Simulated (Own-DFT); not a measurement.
# Point defects and the pressure they add: C40 NbSi2

The numbers are computed, not measured, by runs of the plane-wave DFT program Own-DFT (in-house, retired, unreviewed) at fixed positions, with no spin and no spin-orbit coupling.

All runs used: PBE; PseudoDojo norm-conserving scalar-relativistic files; cutoff 42 hartree; 4 x 4 x 5 k mesh centred on Gamma; cold (Marzari-Vanderbilt) smearing of 0.2 eV.

Limits: forces on such cells failed a check on a denser k mesh; stress not checked against mesh or cutoff.

All runs share one cell, with vectors in Å (0.000, 8.324, 0.000); (-9.613, 0.000, 0.000); (0.000, 0.000, 6.586) and a volume of 527.0 Å³. Atoms were moved at random from their sites; u is the rms move along one axis. The defect's site can differ from row to row.

```
                    cell   formula   u (Å)  P (GPa)
               no defect  Nb12Si24  0.0197     1.49
               no defect  Nb12Si24  0.0482     2.46
               no defect  Nb12Si24  0.0493     2.72
two Si on a Nb site each  Nb10Si26  0.0310     1.88
two Si on a Nb site each  Nb10Si26  0.0468     2.43
two Si on a Nb site each  Nb10Si26  0.0489     2.50
          one Si vacancy  Nb12Si23  0.0288     1.07
          one Si vacancy  Nb12Si23  0.0538     1.70
          one Si vacancy  Nb12Si23  0.0544     1.76
        two Nb vacancies  Nb10Si24  0.0293    -0.19
        two Nb vacancies  Nb10Si24  0.0493     0.65
        two Nb vacancies  Nb10Si24  0.0530     0.90
two Nb on a Si site each  Nb14Si22  0.0262     7.37
two Nb on a Si site each  Nb14Si22  0.0276        ?
two Nb on a Si site each  Nb14Si22  0.0512     8.40
two Nb on a Si site each  Nb14Si22  0.0517     8.19
```

## Working it out

P = P0 + c u² + a shift for each defect gives P0 = 1.43 GPa, c = 461 ± 38 GPa/Å² and a scatter of 0.13 GPa. The shifts, and each times the cell's volume:

- two Nb on a Si site each: 5.64 ± 0.11 GPa, 18.5 eV (9.3 eV for each of its 2 sites)
- two Si on a Nb site each: -0.01 ± 0.11 GPa, 0.0 eV (0.0 eV for each of its 2 sites) (not resolved)
- one Si vacancy: -0.95 ± 0.11 GPa, -3.1 eV
- two Nb vacancies: -1.91 ± 0.11 GPa, -6.3 eV (-3.1 eV for each of its 2 sites)

Positive is outwards. The product with the volume (160.2 GPa Å³ to the eV) is nearly free of the cell's size; divided by the bulk modulus at the cell's pressure it gives the volume that the defect adds. The atoms around the defects weren't relaxed, which would change these numbers.

## Prediction

Asked: what pressure belongs in the blank (two Nb on a Si site each, u = 0.0276 Å)?

From the fit: 7.42 ± 0.16 GPa. The hidden result is 7.34 GPa.
